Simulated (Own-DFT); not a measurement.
Simulation results for Si$_{3}$Ge (layered order of Si and Ge on the diamond lattice, atoms displaced), AlGa$_{3}$N$_{4}$ (wurtzite random alloy, atoms displaced), Si$_{7}$Ge (layered order of Si and Ge on the diamond lattice, atoms displaced)

Computed with Own-DFT development build. A calculation, not a measurement: plane-wave PBEsol density functional theory by an unreviewed code, no spin, of a simulated periodic cell, stress positive in tension, free energy of the whole cell less one offset for each atom, forces on such cells passed a denser k mesh, this cell's mesh not checked; offsets are fitted by least squares, one for each functional and potential file, so energies compare only between cells with the same atoms and settings and are not formation energies; the far tail of each file's local potential was reset to the Coulomb form; each entry is a single point on an unrelaxed cell, so the pressure reflects the starting lattice, mostly measured values, from which strain is counted, and rises with the displacements; printed positions are rounded, which can move forces by about a meV/angstrom; the program is a retired in-house code; no spin-orbit coupling.

Settings shared by all entries: functional PBEsol; potential files PseudoDojo norm-conserving, scalar-relativistic, made for PBE, standard set; wave cutoff 42 hartree; occupations Fermi-Dirac; smearing width 0.1 eV.

(1) Si$_{3}$Ge (layered order of Si and Ge on the diamond lattice, atoms displaced)

```cif
# cell vector a (Å): 10.9755 0.0000 0.0000
# cell vector b (Å): 0.0000 10.9755 0.0000
# cell vector c (Å): 0.0000 0.0000 10.9755
data_Si3Ge
_symmetry_space_group_name_H-M 'P 1'
_symmetry_Int_Tables_number 1
_cell_length_a 10.9755
_cell_length_b 10.9755
_cell_length_c 10.9755
_cell_angle_alpha 90.000
_cell_angle_beta 90.000
_cell_angle_gamma 90.000
_cell_volume 1322.13
loop_
_atom_site_label
_atom_site_type_symbol
_atom_site_fract_x
_atom_site_fract_y
_atom_site_fract_z
_atom_site_occupancy
Ge1 Ge 0.00164 0.99810 0.99850 1
Si1 Si 0.99735 0.25308 0.25390 1
Si2 Si 0.24945 0.99577 0.24749 1
Ge2 Ge 0.24910 0.24639 0.99983 1
Ge3 Ge 0.12588 0.12351 0.11795 1
Si3 Si 0.12636 0.38058 0.37700 1
Si4 Si 0.37726 0.12705 0.36620 1
Ge4 Ge 0.37644 0.37350 0.12930 1
Si5 Si 0.00619 0.99939 0.50563 1
Si6 Si 0.99508 0.25319 0.75121 1
Si7 Si 0.25365 0.00438 0.74877 1
Si8 Si 0.25486 0.24897 0.50027 1
Si9 Si 0.12522 0.12491 0.62619 1
Si10 Si 0.12862 0.37741 0.87253 1
Si11 Si 0.37555 0.12191 0.87427 1
Si12 Si 0.37817 0.36989 0.62624 1
Ge5 Ge 0.99533 0.50473 0.00456 1
Si13 Si 0.99868 0.74665 0.24885 1
Si14 Si 0.24500 0.49831 0.25324 1
Ge6 Ge 0.24725 0.75120 0.99848 1
Ge7 Ge 0.12411 0.62459 0.12360 1
Si15 Si 0.12280 0.87238 0.37554 1
Si16 Si 0.37182 0.62506 0.37259 1
Ge8 Ge 0.38076 0.88142 0.12465 1
Si17 Si 0.00205 0.49836 0.50236 1
Si18 Si 0.99960 0.75147 0.74426 1
Si19 Si 0.24902 0.49929 0.74281 1
Si20 Si 0.24762 0.75340 0.50249 1
Si21 Si 0.12198 0.62389 0.62465 1
Si22 Si 0.12447 0.87157 0.87242 1
Si23 Si 0.37714 0.62779 0.87733 1
Si24 Si 0.37490 0.88027 0.62692 1
Ge9 Ge 0.50155 0.99626 0.00561 1
Si25 Si 0.49676 0.25203 0.24619 1
Si26 Si 0.74982 0.00361 0.24588 1
Ge10 Ge 0.75305 0.24815 0.99813 1
Ge11 Ge 0.62375 0.12411 0.12111 1
Si27 Si 0.62706 0.37494 0.37855 1
Si28 Si 0.88185 0.12158 0.37769 1
Ge12 Ge 0.87254 0.37523 0.12949 1
Si29 Si 0.50316 0.00067 0.50435 1
Si30 Si 0.50328 0.24790 0.75210 1
Si31 Si 0.74638 0.00020 0.75110 1
Si32 Si 0.74973 0.25051 0.49814 1
Si33 Si 0.62757 0.12435 0.62998 1
Si34 Si 0.62792 0.37553 0.87682 1
Si35 Si 0.87231 0.12118 0.87294 1
Si36 Si 0.87119 0.37470 0.62200 1
Ge13 Ge 0.50199 0.50210 0.99912 1
Si37 Si 0.50169 0.75544 0.24853 1
Si38 Si 0.75196 0.50535 0.25211 1
Ge14 Ge 0.75389 0.74380 0.00272 1
Ge15 Ge 0.62590 0.62517 0.12470 1
Si39 Si 0.62875 0.87637 0.37277 1
Si40 Si 0.87714 0.62501 0.37366 1
Ge16 Ge 0.87551 0.87398 0.12421 1
Si41 Si 0.49959 0.50341 0.50312 1
Si42 Si 0.50366 0.74839 0.75148 1
Si43 Si 0.75276 0.50378 0.74664 1
Si44 Si 0.75008 0.74645 0.50461 1
Si45 Si 0.62763 0.62718 0.62577 1
Si46 Si 0.62646 0.87456 0.87748 1
Si47 Si 0.87837 0.62653 0.87404 1
Si48 Si 0.87775 0.87427 0.62567 1
```

* hardware: one NVIDIA H100
* k mesh: 3 x 3 x 3 centred on Gamma
* free energy of cell above offsets: -4.103 eV
* pressure: 0.72 GPa
* stress xx: -0.75 GPa
* stress yy: -0.72 GPa
* stress zz: -0.69 GPa
* stress yz: 0.33 GPa
* stress xz: -0.1 GPa
* stress xy: -0.36 GPa
* wall time: 393.8 s

Force:
```csv
element,x (eV/Å),y (eV/Å),z (eV/Å)
Ge,-0.376,-0.195,-0.822
Si,0.87,-0.387,0.067
Si,-0.236,0.537,0.61
Ge,0.643,0.779,-0.875
Ge,-0.488,0.098,1.781
Si,-0.176,-1.092,0.379
Si,-0.252,-0.639,0.976
Ge,-0.753,0.701,-0.504
Si,-0.388,-0.252,-0.515
Si,0.393,-0.256,-0.093
Si,-0.678,-0.535,0.315
Si,-0.392,-0.071,-0.438
Si,0.183,0.723,0.233
Si,-0.666,0.056,0.098
Si,0.487,0.253,0.118
Si,0.057,0.456,-0.087
Ge,0.461,-0.985,-1.112
Si,0.182,0.497,0.501
Si,0.636,0.394,-0.308
Ge,0.704,0.184,0.005
Ge,0.338,0.129,0.815
Si,0.098,0.112,-0.196
Si,0.279,0.414,0.302
Ge,-1.342,-1.41,0.745
Si,-0.545,0.191,-0.304
Si,0.203,-0.345,0.765
Si,0.588,0.166,0.72
Si,0.341,-0.337,-0.099
Si,0.345,0.291,-0.193
Si,0.163,0.593,-0.778
Si,-0.458,-0.415,-0.969
Si,0.286,-0.719,-0.082
Ge,0.279,0.713,-2.054
Si,1.307,-0.23,0.913
Si,0.431,-0.214,0.857
Ge,-0.114,0.164,-0.211
Ge,0.173,0.748,0.865
Si,-0.508,0.391,-0.574
Si,-0.636,0.162,-0.034
Ge,-0.071,0.048,0.18
Si,-0.131,0.22,-0.846
Si,-0.099,0.161,0.316
Si,0.536,-0.547,0.002
Si,0.192,-0.689,0.174
Si,-0.124,0.357,-0.698
Si,0.056,0.159,-0.801
Si,0.491,0.178,-0.287
Si,0.32,0.104,0.152
Ge,-0.324,-0.468,-0.171
Si,-0.104,-0.626,0.621
Si,-0.498,-0.637,0.461
Ge,-0.195,0.692,-1.013
Ge,-0.255,0.057,0.886
Si,-0.005,0.012,0.583
Si,0.024,-0.039,0.737
Ge,0.019,0.129,0.596
Si,-0.017,-0.325,-0.292
Si,-0.368,0.578,-0.055
Si,-0.138,-0.376,0.523
Si,0.437,0.66,-0.913
Si,-0.471,-0.316,0.141
Si,0.108,-0.413,-0.196
Si,-0.14,0.012,-0.746
Si,-0.685,0.403,-0.172
```

(2) AlGa$_{3}$N$_{4}$ (wurtzite random alloy, atoms displaced)

```cif
# cell vector a (Å): 9.5092 0.0000 0.0000
# cell vector b (Å): -4.7546 8.2353 0.0000
# cell vector c (Å): 0.0000 0.0000 10.2685
data_AlGa3N4
_symmetry_space_group_name_H-M 'P 1'
_symmetry_Int_Tables_number 1
_cell_length_a 9.5092
_cell_length_b 9.5093
_cell_length_c 10.2685
_cell_angle_alpha 90.000
_cell_angle_beta 90.000
_cell_angle_gamma 120.000
_cell_volume 804.14
loop_
_atom_site_label
_atom_site_type_symbol
_atom_site_fract_x
_atom_site_fract_y
_atom_site_fract_z
_atom_site_occupancy
Ga1 Ga 0.11191 0.22155 0.99853 1
Ga2 Ga 0.22401 0.10893 0.24720 1
N1 N 0.11944 0.22489 0.18816 1
N2 N 0.21976 0.10891 0.43636 1
Ga3 Ga 0.11528 0.21778 0.50103 1
Ga4 Ga 0.21785 0.10989 0.74714 1
N3 N 0.12295 0.22897 0.68147 1
N4 N 0.21920 0.10949 0.93067 1
Ga5 Ga 0.10860 0.55760 0.99643 1
Ga6 Ga 0.22225 0.43975 0.24247 1
N5 N 0.11115 0.55314 0.19068 1
N6 N 0.22082 0.44392 0.43923 1
Ga7 Ga 0.11044 0.55826 0.50106 1
Al1 Al 0.22885 0.44782 0.75068 1
N7 N 0.11469 0.55265 0.68637 1
N8 N 0.21989 0.44347 0.93808 1
Ga8 Ga 0.11456 0.88789 0.00006 1
Al2 Al 0.21828 0.77317 0.24651 1
N9 N 0.11113 0.89010 0.18644 1
N10 N 0.22277 0.77503 0.44243 1
Ga9 Ga 0.10740 0.88770 0.49596 1
Al3 Al 0.22174 0.77356 0.75021 1
N11 N 0.11128 0.89305 0.69368 1
N12 N 0.22400 0.77439 0.94029 1
Ga10 Ga 0.44653 0.22531 0.00101 1
Ga11 Ga 0.55439 0.10871 0.24860 1
N13 N 0.43660 0.21998 0.19020 1
N14 N 0.56073 0.11666 0.43940 1
Ga12 Ga 0.44647 0.21994 0.49982 1
Ga13 Ga 0.56226 0.11594 0.75418 1
N15 N 0.44141 0.21991 0.68989 1
N16 N 0.56136 0.11232 0.94106 1
Ga14 Ga 0.44403 0.55110 0.00008 1
Al4 Al 0.55157 0.44546 0.25075 1
N17 N 0.44454 0.55560 0.18856 1
N18 N 0.55500 0.44285 0.43777 1
Al5 Al 0.44713 0.55319 0.50294 1
Ga15 Ga 0.54968 0.44399 0.74661 1
N19 N 0.44863 0.55256 0.69306 1
N20 N 0.55930 0.44153 0.93940 1
Ga16 Ga 0.44750 0.89198 0.00229 1
Al6 Al 0.55338 0.78230 0.25256 1
N21 N 0.44682 0.88738 0.19242 1
N22 N 0.55443 0.77178 0.43605 1
Ga17 Ga 0.43942 0.88809 0.49825 1
Ga18 Ga 0.55477 0.77383 0.75098 1
N23 N 0.44806 0.89623 0.68856 1
N24 N 0.55145 0.77333 0.93778 1
Ga19 Ga 0.78092 0.22608 0.00299 1
Ga20 Ga 0.89086 0.11276 0.24945 1
N25 N 0.78266 0.22374 0.19266 1
N26 N 0.89076 0.10986 0.44092 1
Ga21 Ga 0.78118 0.22798 0.50109 1
Ga22 Ga 0.88246 0.10963 0.75732 1
N27 N 0.78240 0.22848 0.68911 1
N28 N 0.89108 0.10553 0.93770 1
Ga23 Ga 0.77619 0.55255 0.99890 1
Al7 Al 0.88667 0.43940 0.24992 1
N29 N 0.77297 0.55829 0.18268 1
N30 N 0.88546 0.43552 0.43100 1
Ga24 Ga 0.77363 0.55693 0.50372 1
Al8 Al 0.88510 0.44669 0.74829 1
N31 N 0.77792 0.54830 0.68640 1
N32 N 0.89186 0.45061 0.93363 1
Al9 Al 0.77172 0.88662 0.00115 1
Ga25 Ga 0.89251 0.77917 0.25216 1
N33 N 0.77889 0.89262 0.18858 1
N34 N 0.89140 0.78155 0.43871 1
Ga26 Ga 0.78077 0.89068 0.49543 1
Ga27 Ga 0.88670 0.77800 0.74743 1
N35 N 0.78164 0.88813 0.68716 1
N36 N 0.88068 0.77125 0.93735 1
```

* k mesh: 4 x 4 x 3 centred on Gamma
* free energy of cell above offsets: -8.408 eV
* pressure: 1.44 GPa
* stress xx: -0.26 GPa
* stress yy: -1.73 GPa
* stress zz: -2.34 GPa
* stress yz: 0.22 GPa
* stress xz: -0.5 GPa
* stress xy: 0.37 GPa

Force:
```csv
element,x (eV/Å),y (eV/Å),z (eV/Å)
Ga,0.261,-0.13,0.029
Ga,-0.858,-0.136,0.688
N,-0.894,-1.114,-0.533
N,1.071,-0.224,-0.188
Ga,-1.071,0.968,-0.775
Ga,0.401,0.412,-0.153
N,-1.373,0.329,2.034
N,0.696,0.107,1.617
Ga,0.67,-0.59,0.821
Ga,-0.173,0.964,1.622
N,-1.105,0.359,-0.295
N,1.049,0.349,-0.065
Ga,0.388,-1.356,-0.628
Al,-0.578,-0.846,-0.427
N,-0.658,0.427,1.541
N,0.235,0.117,-0.698
Ga,-1.111,-0.052,-0.927
Al,0.305,0.186,0.554
N,1.038,-0.85,0.543
N,-1.01,0.512,-1.854
Ga,0.93,0.373,1.236
Al,-0.176,0.801,-0.322
N,1.009,-1.801,-0.938
N,-0.032,0.91,-0.964
Ga,-0.407,-0.844,-0.345
Ga,-0.097,0.688,0.45
N,1.734,1.221,-0.2
N,-0.061,-1.009,-0.405
Ga,-0.601,0.002,0.242
Ga,-0.664,-0.103,-0.733
N,0.616,0.184,-0.178
N,-0.453,0.128,0.388
Ga,-0.089,0.121,0.085
Al,0.475,0.024,-0.276
N,0.564,0.798,0.333
N,-0.656,0.426,-0.254
Al,-0.961,-0.119,-0.706
Ga,1.937,-1.103,0.948
N,-1.837,0.714,-1.422
N,-0.935,0.083,-0.664
Ga,0.08,-0.593,-0.209
Al,1.288,-0.984,-0.311
N,-1.092,-0.413,-0.048
N,-0.269,-0.054,0.37
Ga,1.302,0.522,0.416
Ga,-0.088,0.985,-0.51
N,-0.299,-1.264,0.462
N,0.587,0.661,0.622
Ga,0.627,0.058,-0.271
Ga,0.761,-0.045,0.548
N,-0.797,0.329,-0.686
N,-0.263,0.463,-0.453
Ga,0.595,-1.193,0.063
Ga,1.191,0.405,-1.972
N,-0.02,0.197,0.505
N,-0.998,-0.115,1.346
Ga,0.051,0.666,-0.121
Al,-0.291,1.07,-0.496
N,0.733,-1.207,1.903
N,-0.446,2.042,0.495
Ga,0.914,-0.422,-1.272
Al,1.543,-0.221,0.02
N,-0.62,0.686,0.547
N,-0.023,-1.028,-0.24
Al,0.855,-0.4,-0.099
Ga,-0.81,-0.289,-0.901
N,-0.637,-0.747,-0.303
N,-0.09,-1.087,-0.099
Ga,-0.852,-0.002,0.624
Ga,0.67,-0.371,0.645
N,-1.128,0.248,-0.124
N,-0.052,1.174,0.367
```

(3) Si$_{7}$Ge (layered order of Si and Ge on the diamond lattice, atoms displaced)

```cif
# cell vector a (Å): 10.9187 0.0000 0.0000
# cell vector b (Å): 0.0000 10.9187 0.0000
# cell vector c (Å): 0.0000 0.0000 10.9187
data_Si7Ge
_symmetry_space_group_name_H-M 'P 1'
_symmetry_Int_Tables_number 1
_cell_length_a 10.9187
_cell_length_b 10.9187
_cell_length_c 10.9187
_cell_angle_alpha 90.000
_cell_angle_beta 90.000
_cell_angle_gamma 90.000
_cell_volume 1301.71
loop_
_atom_site_label
_atom_site_type_symbol
_atom_site_fract_x
_atom_site_fract_y
_atom_site_fract_z
_atom_site_occupancy
Ge1 Ge 0.99575 0.00045 0.00379 1
Si1 Si 0.00118 0.25100 0.25683 1
Si2 Si 0.23751 0.99592 0.25854 1
Ge2 Ge 0.25161 0.24997 0.99330 1
Si3 Si 0.12850 0.12724 0.12086 1
Si4 Si 0.11901 0.37804 0.37359 1
Si5 Si 0.37314 0.14201 0.36985 1
Si6 Si 0.37819 0.38256 0.12802 1
Si7 Si 0.99500 0.99671 0.50670 1
Si8 Si 0.99796 0.25215 0.74144 1
Si9 Si 0.24204 0.00764 0.74275 1
Si10 Si 0.24612 0.24919 0.50098 1
Si11 Si 0.11954 0.12637 0.62968 1
Si12 Si 0.10999 0.37912 0.87742 1
Si13 Si 0.36251 0.12556 0.87731 1
Si14 Si 0.37381 0.37712 0.62611 1
Ge3 Ge 0.99722 0.48978 0.99890 1
Si15 Si 0.99793 0.75085 0.24682 1
Si16 Si 0.25286 0.50458 0.25625 1
Ge4 Ge 0.24735 0.75963 0.99492 1
Si17 Si 0.12980 0.61988 0.13034 1
Si18 Si 0.13412 0.87550 0.37560 1
Si19 Si 0.37794 0.62574 0.37105 1
Si20 Si 0.37856 0.87391 0.12871 1
Si21 Si 0.00310 0.50065 0.49554 1
Si22 Si 0.99683 0.75023 0.74288 1
Si23 Si 0.25161 0.48859 0.74883 1
Si24 Si 0.25033 0.75179 0.49774 1
Si25 Si 0.13231 0.62029 0.61984 1
Si26 Si 0.13105 0.87652 0.88300 1
Si27 Si 0.37521 0.61525 0.88158 1
Si28 Si 0.37526 0.86874 0.61893 1
Ge5 Ge 0.49292 0.00397 0.00094 1
Si29 Si 0.50455 0.24095 0.25477 1
Si30 Si 0.74172 0.99617 0.24627 1
Ge6 Ge 0.74117 0.24750 0.00424 1
Si31 Si 0.62919 0.12686 0.11727 1
Si32 Si 0.63689 0.38159 0.37231 1
Si33 Si 0.87763 0.12671 0.37787 1
Si34 Si 0.88119 0.37267 0.13228 1
Si35 Si 0.50260 0.00353 0.49868 1
Si36 Si 0.49793 0.25629 0.74717 1
Si37 Si 0.74654 0.00594 0.75949 1
Si38 Si 0.76382 0.24535 0.50475 1
Si39 Si 0.61888 0.13222 0.62884 1
Si40 Si 0.62595 0.37151 0.87249 1
Si41 Si 0.87938 0.12830 0.87652 1
Si42 Si 0.87367 0.37572 0.62617 1
Ge7 Ge 0.50879 0.50316 0.99943 1
Si43 Si 0.50011 0.74581 0.24498 1
Si44 Si 0.75460 0.50000 0.24954 1
Ge8 Ge 0.74826 0.76041 0.00531 1
Si45 Si 0.62250 0.63359 0.12687 1
Si46 Si 0.62750 0.88160 0.36821 1
Si47 Si 0.88341 0.62613 0.37559 1
Si48 Si 0.87530 0.86966 0.12273 1
Si49 Si 0.49536 0.49026 0.50189 1
Si50 Si 0.49098 0.75591 0.75929 1
Si51 Si 0.75058 0.50200 0.75476 1
Si52 Si 0.73964 0.74346 0.50216 1
Si53 Si 0.63103 0.61901 0.63007 1
Si54 Si 0.61569 0.87784 0.86947 1
Si55 Si 0.87019 0.63688 0.87807 1
Si56 Si 0.87585 0.87537 0.61709 1
```

- hardware: one NVIDIA H100
- k mesh: 3 x 3 x 3 centred on Gamma
- free energy of cell above offsets: -1.660 eV
- pressure: 1.38 GPa
- stress xx: -1.35 GPa
- stress yy: -1.33 GPa
- stress zz: -1.46 GPa
- stress yz: 0.96 GPa
- stress xz: 0.78 GPa
- stress xy: -0.15 GPa
- wall time: 335.9 s

Force:
```csv
element,x (eV/Å),y (eV/Å),z (eV/Å)
Ge,0.647,0.05,-0.19
Si,0.357,-0.732,-0.856
Si,2.516,1.929,-1.879
Ge,-0.9,1.825,1.229
Si,-0.539,-0.208,1.177
Si,1.252,-0.207,0.27
Si,-0.891,-2.635,1.142
Si,0.19,-0.993,0.24
Si,1.352,0.695,-1.412
Si,-0.211,0.254,1.329
Si,1.083,-1.583,0.887
Si,-0.248,0.677,0.15
Si,-0.14,0.067,-1.393
Si,2.126,-1.769,-1.946
Si,1.591,-0.414,-1.897
Si,-0.358,-1.168,-0.47
Ge,-0.919,2.694,1.196
Si,1.049,-0.181,0.41
Si,-0.219,-0.865,-0.351
Ge,1.47,-2.321,1.778
Si,-0.656,0.713,-0.805
Si,-2.686,-0.879,1.099
Si,0.244,0.056,1.153
Si,-1.094,0.42,0.398
Si,-0.391,-0.046,0.967
Si,0.997,0.058,0.599
Si,-0.785,1.288,0.915
Si,0.416,-0.91,-0.193
Si,-0.455,0.193,0.63
Si,-2.044,1.222,-2.684
Si,-0.781,1.046,-1.053
Si,0.003,1.422,0.561
Ge,0.285,-0.067,-0.209
Si,1.107,2.19,-1.409
Si,1.974,1.084,-0.595
Ge,2.379,1.393,-0.998
Si,-1.73,-1.441,1.829
Si,-0.9,-1.628,0.995
Si,-0.14,-1.229,-0.607
Si,-1.224,-0.427,-0.208
Si,-0.659,0.236,-0.301
Si,-0.685,-0.622,0.879
Si,0.298,-0.252,-1.241
Si,-1.893,0.681,-0.195
Si,1.104,-0.648,-0.376
Si,-0.044,0.466,-0.191
Si,-0.628,0.182,-0.331
Si,0.326,0.944,-0.187
Ge,-0.092,-0.522,0.45
Si,-0.142,1.094,1.106
Si,0.29,1.207,-0.481
Ge,-1.231,-0.595,-1.164
Si,1.4,-1.212,-0.074
Si,-1.202,-1.504,1.206
Si,-1.298,0.272,0.072
Si,0.119,1.376,1.351
Si,1.185,1.359,-0.644
Si,0.205,-1.752,-1.08
Si,0.624,-0.344,0.323
Si,1.281,0.804,-0.927
Si,-2.117,0.358,0.056
Si,0.732,0.533,0.905
Si,0.536,-1.041,-0.353
Si,-1.839,-0.591,1.398
```
